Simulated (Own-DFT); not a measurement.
Hf₃₁O₆₄ (monoclinic hafnia with one vacancy, atoms displaced) (calculated)

Computed with Own-DFT development build. A calculation, not a measurement: plane-wave density functional theory by an unreviewed code, no spin, of a simulated periodic cell, stress positive in tension, run twice, with PBE and with PBEsol, both on files made for PBE, so the change isn't that of files made for PBEsol, defect cell not probed for a lower state with spin; a neutral cation vacancy leaves holes that likely carry spin, which this run leaves out; hafnium file: forces about 75 meV/angstrom off all-electron values; oxygen file: force components 24 meV/angstrom off all-electron in one glass; forces on such cells passed a denser k mesh, this cell's mesh not checked; the far tail of each file's local potential was reset to the Coulomb form; each entry is a single point on an unrelaxed cell, so the pressure reflects the starting lattice, mostly measured values (interpolated for alloys), from which strain is counted, and rises with the displacements; printed positions are rounded, which can move forces by about a meV/angstrom; the program, named Own-DFT, is a retired in-house code; no spin-orbit coupling; stress was not checked against mesh or cutoff.

Common to all runs: functional PBE, then PBEsol; potential files PseudoDojo norm-conserving, scalar-relativistic, standard set; wave cutoff 72 hartree; occupations Fermi-Dirac; smearing width 0.1 eV; k mesh 2 x 2 x 2 centred on Gamma.

(1) Hf₃₁O₆₄ (monoclinic hafnia with one vacancy, atoms displaced)

```
Hf31O64
1.0
     10.2340     0.0000     0.0000
      0.0000    10.3500     0.0000
     -1.6955     0.0000    10.4453
Hf O Hf O Hf O Hf O Hf O Hf O Hf O Hf O
4 8 4 8 4 8 3 8 4 8 4 8 4 8 4 8
Direct
  0.14197 0.01961 0.10424
  0.36054 0.26985 0.14603
  0.36293 0.48022 0.39661
  0.14381 0.23333 0.35061
  0.03321 0.16672 0.17117
  0.46238 0.41285 0.07636
  0.46782 0.33229 0.32677
  0.03384 0.08146 0.42578
  0.22658 0.37710 0.24264
  0.27046 0.13032 0.01118
  0.27551 0.12274 0.25613
  0.22283 0.36787 0.49664
  0.14083 0.01747 0.60617
  0.36352 0.27003 0.64484
  0.36398 0.48367 0.89971
  0.13719 0.22822 0.85333
  0.03927 0.16186 0.67310
  0.45767 0.41644 0.57463
  0.46668 0.33080 0.82420
  0.03342 0.08921 0.92544
  0.22450 0.37844 0.73228
  0.27880 0.13186 0.51181
  0.27393 0.11729 0.76129
  0.22407 0.37057 0.98872
  0.14286 0.51451 0.09894
  0.36334 0.77111 0.14627
  0.36771 0.98158 0.39705
  0.13651 0.72858 0.35452
  0.03462 0.66220 0.17597
  0.45874 0.91571 0.07440
  0.46074 0.83349 0.33022
  0.04167 0.58538 0.42538
  0.22340 0.87658 0.24380
  0.27539 0.63179 0.01301
  0.27771 0.62048 0.26204
  0.22321 0.86611 0.49541
  0.36628 0.77309 0.64575
  0.36261 0.97613 0.90027
  0.13312 0.72949 0.85294
  0.04225 0.67188 0.67376
  0.46432 0.91751 0.58197
  0.46876 0.83528 0.82755
  0.03562 0.58887 0.92354
  0.22258 0.87672 0.73785
  0.27387 0.63035 0.51054
  0.27723 0.62404 0.75671
  0.22714 0.87309 0.99129
  0.63743 0.01803 0.10310
  0.86205 0.27367 0.14881
  0.86979 0.48445 0.39738
  0.64058 0.23244 0.35636
  0.53315 0.16926 0.17257
  0.96005 0.41363 0.07648
  0.96769 0.33472 0.32676
  0.54122 0.08664 0.42454
  0.72723 0.38318 0.24337
  0.77371 0.13272 0.00991
  0.78043 0.11772 0.25643
  0.73003 0.37098 0.48922
  0.64219 0.02080 0.60819
  0.86291 0.26597 0.64500
  0.86409 0.48021 0.89547
  0.63763 0.23063 0.85255
  0.53829 0.16999 0.67456
  0.96884 0.41891 0.57507
  0.96295 0.33265 0.82877
  0.53808 0.08393 0.92116
  0.72410 0.37837 0.73799
  0.77363 0.13110 0.50880
  0.77354 0.12177 0.75986
  0.72118 0.37100 0.98574
  0.63629 0.52060 0.10053
  0.86132 0.76003 0.14703
  0.85928 0.98133 0.39662
  0.63697 0.73318 0.35433
  0.53074 0.67089 0.17710
  0.96325 0.90920 0.07301
  0.96693 0.83580 0.32953
  0.53584 0.58104 0.42066
  0.72574 0.87574 0.24151
  0.77146 0.62773 0.01543
  0.77267 0.61707 0.25910
  0.72448 0.87323 0.48302
  0.63477 0.52256 0.60398
  0.86313 0.76698 0.64991
  0.86309 0.97517 0.89570
  0.63727 0.72499 0.85666
  0.53436 0.65999 0.67502
  0.96333 0.91459 0.57501
  0.96181 0.83535 0.82692
  0.53517 0.57648 0.92292
  0.72114 0.87730 0.73445
  0.77418 0.63139 0.50900
  0.77108 0.61503 0.76284
  0.72142 0.87724 0.99165
```

Results for Hf₃₁O₆₄ (monoclinic hafnia with one vacancy, atoms displaced): PBE pressure 3.89 GPa; PBE stress xx -4.01 GPa; PBE stress yy -3.88 GPa; PBE stress zz -3.78 GPa; PBE stress yz 0.34 GPa; PBE stress xz -0.05 GPa; PBE stress xy -0.2 GPa; PBEsol pressure -2.43 GPa; PBEsol stress xx 2.33 GPa; PBEsol stress yy 2.39 GPa; PBEsol stress zz 2.57 GPa; PBEsol stress yz 0.31 GPa; PBEsol stress xz 0.3 GPa; PBEsol stress xy -0.19 GPa; rms change of force components from PBE to PBEsol 0.044 eV/Å.

Force:
```tsv
force element	PBE force x (eV/Å)	PBE force y (eV/Å)	PBE force z (eV/Å)	PBEsol force x (eV/Å)	PBEsol force y (eV/Å)	PBEsol force z (eV/Å)
Hf	-1.309	-0.077	0.296	-1.252	-0.018	0.258
Hf	0.663	-0.434	0.145	0.645	-0.389	0.174
Hf	-1.494	0.016	1.108	-1.461	-0.021	1.113
Hf	-1.322	-0.442	1.682	-1.267	-0.447	1.625
O	0.452	-0.287	0.072	0.45	-0.257	0.115
O	0.547	0.791	0.089	0.523	0.793	0.034
O	-0.326	0.282	0.173	-0.317	0.251	0.118
O	0.678	0.711	-0.377	0.655	0.661	-0.313
O	-0.186	0.347	-0.655	-0.123	0.316	-0.642
O	0.665	-0.097	-0.131	0.577	-0.101	-0.117
O	0.289	-0.595	0.583	0.219	-0.563	0.558
O	0.668	-0.694	-1.676	0.787	-0.763	-1.687
Hf	0.045	-0.031	-0.821	0.048	0.008	-0.818
Hf	-1.591	1.139	0.039	-1.577	1.176	0.049
Hf	-1.316	-1.097	-2.738	-1.28	-1.108	-2.645
Hf	0.482	0.553	-0.765	0.483	0.486	-0.768
O	-1.207	0.604	0.141	-1.167	0.603	0.189
O	1.707	0.539	0.217	1.661	0.542	0.162
O	-0.912	1.115	0.815	-0.874	1.063	0.746
O	-0.558	-0.875	-0.08	-0.528	-0.871	-0.037
O	0.534	-0.851	1.761	0.647	-0.945	1.788
O	-0.027	-1.01	-0.669	-0.084	-0.989	-0.644
O	0.341	-0.029	0.367	0.258	-0.032	0.355
O	-0.278	0.393	0.157	-0.223	0.4	0.179
Hf	-0.9	0.802	1.173	-0.856	0.826	1.117
Hf	-1.39	-0.141	0.711	-1.36	-0.102	0.721
Hf	-0.981	0.113	0.481	-0.951	0.06	0.499
Hf	0.711	-0.21	1.385	0.697	-0.263	1.338
O	0.06	-0.623	-0.596	0.05	-0.577	-0.538
O	1.246	0.475	0.814	1.202	0.476	0.734
O	0.667	-0.02	0.107	0.647	-0.028	0.053
O	-0.936	0.106	-0.979	-0.953	0.135	-1.028
O	0.234	0.738	-0.609	0.296	0.718	-0.604
O	0.231	-0.567	-0.37	0.164	-0.57	-0.349
O	-0.084	-0.145	-0.639	-0.135	-0.136	-0.625
O	0.606	0.929	-0.629	0.648	0.909	-0.6
Hf	-2.395	-1.866	-0.214	-2.365	-1.788	-0.188
Hf	0.059	0.903	-1.547	0.054	0.826	-1.482
Hf	1.636	-0.312	-1.517	1.592	-0.349	-1.544
O	-1.545	0.675	0.221	-1.596	0.815	0.362
O	0.949	0.938	-0.63	0.92	0.925	-0.664
O	0.124	-0.373	0.28	0.116	-0.38	0.229
O	-0.886	-0.943	0.525	-0.854	-0.941	0.56
O	0.279	0.153	0.805	0.331	0.154	0.771
O	1.414	0.283	-0.742	1.404	0.342	-0.786
O	0.688	0.305	1.984	0.662	0.361	2.015
O	-0.741	-0.204	-0.203	-0.649	-0.178	-0.187
Hf	0.517	1.131	0.155	0.529	1.147	0.109
Hf	-0.587	-1.115	-0.39	-0.567	-1.049	-0.357
Hf	0.571	-0.467	1.051	0.559	-0.51	1.058
Hf	0.206	0.111	-0.889	0.194	0.072	-0.882
O	0.51	-0.703	-0.142	0.493	-0.664	-0.091
O	1.388	1.204	-0.239	1.342	1.183	-0.284
O	0.153	0.03	0.066	0.143	0.016	0.004
O	-0.961	-0.755	-0.07	-0.93	-0.75	-0.021
O	-0.241	-0.407	-0.703	-0.168	-0.407	-0.691
O	0.173	-0.368	0.153	0.098	-0.362	0.154
O	-0.808	0.371	0.383	-0.848	0.364	0.379
O	-0.143	0.248	0.27	-0.081	0.23	0.255
Hf	-0.652	0.461	-0.582	-0.625	0.499	-0.588
Hf	0.729	1.414	0.014	0.695	1.433	0.027
Hf	-0.212	-1.316	-0.321	-0.222	-1.346	-0.293
Hf	0.344	-0.145	0.484	0.332	-0.183	0.44
O	0.323	-0.862	-0.781	0.334	-0.83	-0.702
O	-1.18	-0.846	0.328	-1.307	-0.89	0.216
O	0.147	0.025	-0.109	0.129	0.013	-0.147
O	-0.915	-0.684	0.335	-0.879	-0.687	0.384
O	0.116	0.046	-0.251	0.17	0.038	-0.238
O	0.453	-0.314	0.412	0.377	-0.311	0.407
O	0.7	-0.54	-0.087	0.614	-0.518	-0.1
O	0.031	0.914	0.571	0.088	0.905	0.553
Hf	-0.309	-1.002	1.786	-0.28	-0.938	1.712
Hf	0.442	1.957	0.854	0.426	1.94	0.865
Hf	0.96	-0.287	-0.548	0.938	-0.331	-0.511
Hf	0.289	-0.565	0.158	0.294	-0.586	0.127
O	1.044	-0.999	-0.944	1.015	-0.942	-0.868
O	0.508	0.109	0.213	0.477	0.126	0.149
O	-0.351	-0.26	-0.427	-0.35	-0.271	-0.454
O	0.141	0.307	0.183	0.141	0.286	0.234
O	-0.329	-0.045	-0.58	-0.267	-0.054	-0.556
O	0.317	0.14	-1.027	0.242	0.132	-0.992
O	0.014	0.82	-0.072	-0.041	0.817	-0.088
O	-0.622	0.071	1.003	-0.548	0.079	0.963
Hf	0.326	-1.332	-0.499	0.315	-1.247	-0.503
Hf	1.163	-0.196	-1.44	1.174	-0.146	-1.377
Hf	-0.588	1.521	0.86	-0.571	1.429	0.872
Hf	-0.165	0.887	-0.444	-0.166	0.817	-0.473
O	-0.091	0.739	0.379	-0.064	0.733	0.418
O	-0.215	-0.219	0.831	-0.216	-0.198	0.764
O	0.272	-0.326	0.035	0.247	-0.328	-0.006
O	0.563	1.089	-0.162	0.56	1.046	-0.1
O	0.092	-0.498	0.842	0.149	-0.477	0.818
O	-0.112	-0.014	0.418	-0.18	-0.015	0.407
O	0.387	0.972	0.107	0.306	0.95	0.115
O	0.011	-1.291	-0.725	0.064	-1.243	-0.708
```

(2) Hf₃₁O₆₄ (monoclinic hafnia with one vacancy, atoms displaced)

```
Hf31O64
1.0
     10.2340     0.0000     0.0000
      0.0000    10.3500     0.0000
     -1.6955     0.0000    10.4453
Hf O Hf O Hf O Hf O Hf O Hf O Hf O Hf O
4 8 4 8 4 8 4 8 4 8 4 8 3 8 4 8
Direct
  0.13952 0.01821 0.10330
  0.35465 0.26890 0.14606
  0.36682 0.47987 0.40051
  0.13433 0.22661 0.35560
  0.04228 0.15666 0.17534
  0.46201 0.41570 0.07428
  0.46392 0.34108 0.32435
  0.03666 0.08612 0.42458
  0.22447 0.37871 0.24444
  0.27397 0.12571 0.00871
  0.27089 0.12608 0.25763
  0.22394 0.36680 0.49399
  0.13914 0.01421 0.60224
  0.36328 0.26890 0.64824
  0.36815 0.47666 0.89974
  0.13189 0.23326 0.85647
  0.04520 0.16844 0.67631
  0.46275 0.41966 0.57832
  0.46397 0.33233 0.82921
  0.03905 0.08627 0.92221
  0.21982 0.38209 0.73768
  0.27325 0.13051 0.51017
  0.27577 0.12040 0.75917
  0.22157 0.36948 0.98596
  0.14091 0.51992 0.10763
  0.36474 0.77673 0.14513
  0.36470 0.97944 0.39635
  0.13460 0.72892 0.35762
  0.04166 0.66433 0.16990
  0.46185 0.91591 0.07720
  0.46303 0.83235 0.32798
  0.03695 0.58873 0.42165
  0.22744 0.87652 0.23954
  0.27680 0.62625 0.01098
  0.27464 0.62357 0.25436
  0.22232 0.86896 0.49393
  0.13628 0.51906 0.59771
  0.35852 0.76517 0.64720
  0.36191 0.97724 0.89304
  0.14571 0.73122 0.85566
  0.03733 0.66372 0.67378
  0.46405 0.91418 0.58005
  0.46509 0.82998 0.82818
  0.03848 0.58381 0.92249
  0.22627 0.88213 0.73765
  0.27431 0.62734 0.51253
  0.28077 0.62002 0.75568
  0.22208 0.86790 0.99398
  0.64153 0.01922 0.10409
  0.86361 0.27130 0.14284
  0.86142 0.47661 0.38909
  0.63895 0.23007 0.35605
  0.54089 0.16843 0.16879
  0.96284 0.41977 0.08087
  0.96192 0.33806 0.32439
  0.53964 0.08208 0.42247
  0.72342 0.37464 0.23997
  0.77940 0.13079 0.01426
  0.77670 0.11468 0.26054
  0.72757 0.37164 0.48969
  0.63736 0.01606 0.59916
  0.85873 0.26851 0.64363
  0.86520 0.48191 0.90054
  0.63832 0.22824 0.85619
  0.53832 0.16813 0.66955
  0.96346 0.41913 0.57746
  0.95758 0.33128 0.82443
  0.53426 0.08659 0.92361
  0.72425 0.38207 0.74097
  0.77539 0.12535 0.51021
  0.77306 0.12115 0.75936
  0.72505 0.37261 0.98674
  0.64122 0.52216 0.10853
  0.86074 0.77098 0.14481
  0.64085 0.73590 0.35539
  0.53511 0.66300 0.17280
  0.96471 0.91648 0.07347
  0.96463 0.83159 0.32743
  0.53422 0.58300 0.42119
  0.72640 0.87810 0.24233
  0.77404 0.63291 0.01240
  0.77268 0.61995 0.26346
  0.72865 0.86686 0.49112
  0.64185 0.51527 0.60704
  0.86247 0.76611 0.64336
  0.86126 0.97795 0.90079
  0.63456 0.72831 0.85178
  0.54398 0.66581 0.67037
  0.96550 0.91470 0.57771
  0.96676 0.83709 0.82606
  0.53745 0.58122 0.92440
  0.72109 0.88098 0.73838
  0.77582 0.62493 0.50994
  0.77304 0.61986 0.76336
  0.72571 0.86809 0.98595
```

The calculation gives: PBE pressure 3.77 GPa; PBE stress xx -3.92 GPa; PBE stress yy -3.87 GPa; PBE stress zz -3.5 GPa; PBE stress yz 0.08 GPa; PBE stress xz -0.1 GPa; PBE stress xy -0.34 GPa; PBEsol pressure -2.56 GPa; PBEsol stress xx 2.41 GPa; PBEsol stress yy 2.42 GPa; PBEsol stress zz 2.84 GPa; PBEsol stress yz 0.08 GPa; PBEsol stress xz 0.24 GPa; PBEsol stress xy -0.31 GPa; rms change of force components from PBE to PBEsol 0.044 eV/Å.

Force:
```tsv
force element	PBE force x (eV/Å)	PBE force y (eV/Å)	PBE force z (eV/Å)	PBEsol force x (eV/Å)	PBEsol force y (eV/Å)	PBEsol force z (eV/Å)
Hf	0.3	-0.241	0.231	0.307	-0.176	0.202
Hf	1.02	0.211	-0.125	0.978	0.247	-0.095
Hf	-0.785	0.555	-0.822	-0.738	0.494	-0.772
Hf	0.164	0.148	0.342	0.17	0.064	0.325
O	-2.006	1.77	-0.296	-1.93	1.735	-0.247
O	0.395	-0.253	0.822	0.369	-0.223	0.739
O	0.805	-1.22	-0.09	0.762	-1.199	-0.127
O	0.293	-0.179	0.281	0.464	-0.094	0.345
O	-0.198	0.146	-0.66	-0.123	0.135	-0.661
O	0.506	0.162	0.382	0.424	0.152	0.384
O	1.222	-0.848	0.72	1.124	-0.809	0.686
O	0.03	0.347	-0.498	0.088	0.345	-0.474
Hf	-1.242	1.468	-0.679	-1.2	1.475	-0.69
Hf	-0.824	0.115	-0.001	-0.816	0.15	0.016
Hf	-1.138	0.469	-0.796	-1.101	0.409	-0.736
Hf	1.219	-0.317	-1.101	1.187	-0.366	-1.11
O	-1.391	0.145	-0.816	-1.347	0.161	-0.73
O	0.295	-0.339	0.431	0.282	-0.315	0.362
O	0.438	-0.406	-0.275	0.422	-0.408	-0.313
O	-1.282	-0.864	0.276	-1.236	-0.849	0.325
O	0.464	-0.265	0.382	0.514	-0.265	0.363
O	0.647	-0.687	-0.203	0.569	-0.672	-0.195
O	0.549	-0.076	0.485	0.485	-0.077	0.473
O	0.025	0.213	1.037	0.089	0.207	1.014
Hf	0.894	0.387	-0.213	0.884	0.448	-0.222
Hf	-0.937	-2.15	0.499	-0.933	-2.052	0.515
Hf	-0.48	0.062	0.176	-0.459	0.007	0.204
Hf	0.925	1.115	-1.233	0.87	1.054	-1.237
O	-1.607	0.875	0.15	-1.544	0.844	0.192
O	1.089	0.952	-0.337	1.039	0.93	-0.378
O	0.321	0.237	0.175	0.301	0.228	0.113
O	-1.312	-1.327	-0.105	-1.259	-1.307	-0.054
O	-0.225	0.857	0.225	-0.141	0.834	0.201
O	0.277	0.427	-0.36	0.201	0.416	-0.351
O	0.24	-0.564	1.145	0.163	-0.551	1.1
O	0.563	-0.025	-0.467	0.605	-0.023	-0.439
Hf	0.235	-0.593	1.486	0.238	-0.538	1.435
Hf	0.985	0.035	-0.515	0.933	0.073	-0.48
Hf	-0.103	1.114	0.18	-0.108	1.052	0.198
Hf	-0.904	-1.099	-0.289	-0.877	-1.117	-0.3
O	-0.093	0.389	0.08	-0.082	0.392	0.113
O	-0.308	0.11	-0.519	-0.306	0.122	-0.567
O	-0.535	0.284	0.073	-0.528	0.263	0.02
O	-0.202	0.124	-0.085	-0.193	0.107	-0.029
O	-0.003	-1.057	0.955	0.065	-1.045	0.933
O	0.437	0.187	-0.467	0.359	0.181	-0.438
O	-0.244	0.391	0.802	-0.294	0.415	0.772
O	0.421	0.175	-0.966	0.475	0.172	-0.945
Hf	0.208	0.16	1.454	0.222	0.225	1.417
Hf	-0.267	-1.086	0.985	-0.297	-1.014	0.987
Hf	-0.54	0.924	1.526	-0.549	0.854	1.514
Hf	1.088	-1.447	-0.274	1.089	-1.461	-0.295
O	-0.859	0.204	0.243	-0.826	0.198	0.285
O	0.319	-0.15	-0.015	0.298	-0.137	-0.068
O	1.052	-0.895	-0.281	1.005	-0.878	-0.322
O	-1.442	-0.182	-0.681	-1.407	-0.198	-0.608
O	0.122	0.357	-0.449	0.186	0.357	-0.433
O	-0.136	-0.435	-0.645	-0.193	-0.43	-0.627
O	-0.782	1.492	-0.838	-0.898	1.552	-0.923
O	-0.347	-0.209	-0.274	-0.273	-0.192	-0.267
Hf	1.774	0.242	0.212	1.75	0.282	0.183
Hf	0.577	-0.803	-0.335	0.538	-0.741	-0.309
Hf	-0.232	0.115	-1.091	-0.239	0.064	-1.046
Hf	0.263	0.203	-0.7	0.261	0.153	-0.711
O	-0.473	0.212	0.147	-0.468	0.226	0.203
O	-0.182	-0.337	-0.39	-0.177	-0.315	-0.436
O	0.176	0.32	0.77	0.173	0.298	0.706
O	-0.108	-0.623	-0.097	-0.092	-0.617	-0.054
O	-0.078	-0.654	-0.087	-0.016	-0.636	-0.099
O	-0.554	1.451	0.661	-0.685	1.497	0.708
O	0.318	0.046	0.61	0.244	0.063	0.599
O	-0.051	-0.132	0.551	0.017	-0.131	0.536
Hf	-0.765	-0.35	-0.558	-0.744	-0.28	-0.567
Hf	0.587	0.807	1.504	0.56	0.832	1.5
Hf	0.583	-0.025	0.596	0.59	-0.059	0.567
O	-0.148	0.516	-0.076	-0.126	0.51	-0.038
O	-0.023	-0.482	0.416	-0.035	-0.448	0.344
O	0.541	-0.639	-0.461	0.619	-0.783	-0.565
O	0.413	0.355	0.123	0.393	0.319	0.167
O	-0.794	-0.798	-1.618	-0.762	-0.847	-1.659
O	0.199	-0.657	0.135	0.129	-0.649	0.138
O	0.611	-0.106	-0.518	0.533	-0.115	-0.509
O	-1.098	-0.38	0.778	-1.104	-0.44	0.811
Hf	-0.058	0.922	-0.619	-0.046	0.953	-0.619
Hf	-0.355	1.047	-0.426	-0.355	1.083	-0.406
Hf	0.438	0.413	-1.734	0.424	0.345	-1.665
Hf	0.831	-0.219	-0.052	0.821	-0.261	-0.08
O	-1.401	0.533	-0.079	-1.355	0.522	-0.01
O	0.271	-0.681	0.974	0.311	-0.704	1.015
O	0.361	-0.266	-0.009	0.342	-0.271	-0.041
O	0.09	0.181	-0.086	0.091	0.161	-0.032
O	0.379	-0.594	0.393	0.421	-0.587	0.383
O	0.121	-0.001	0.236	0.058	-0.005	0.238
O	0.813	0.076	0.108	0.723	0.069	0.104
O	-0.387	0.613	0.554	-0.303	0.606	0.538
```
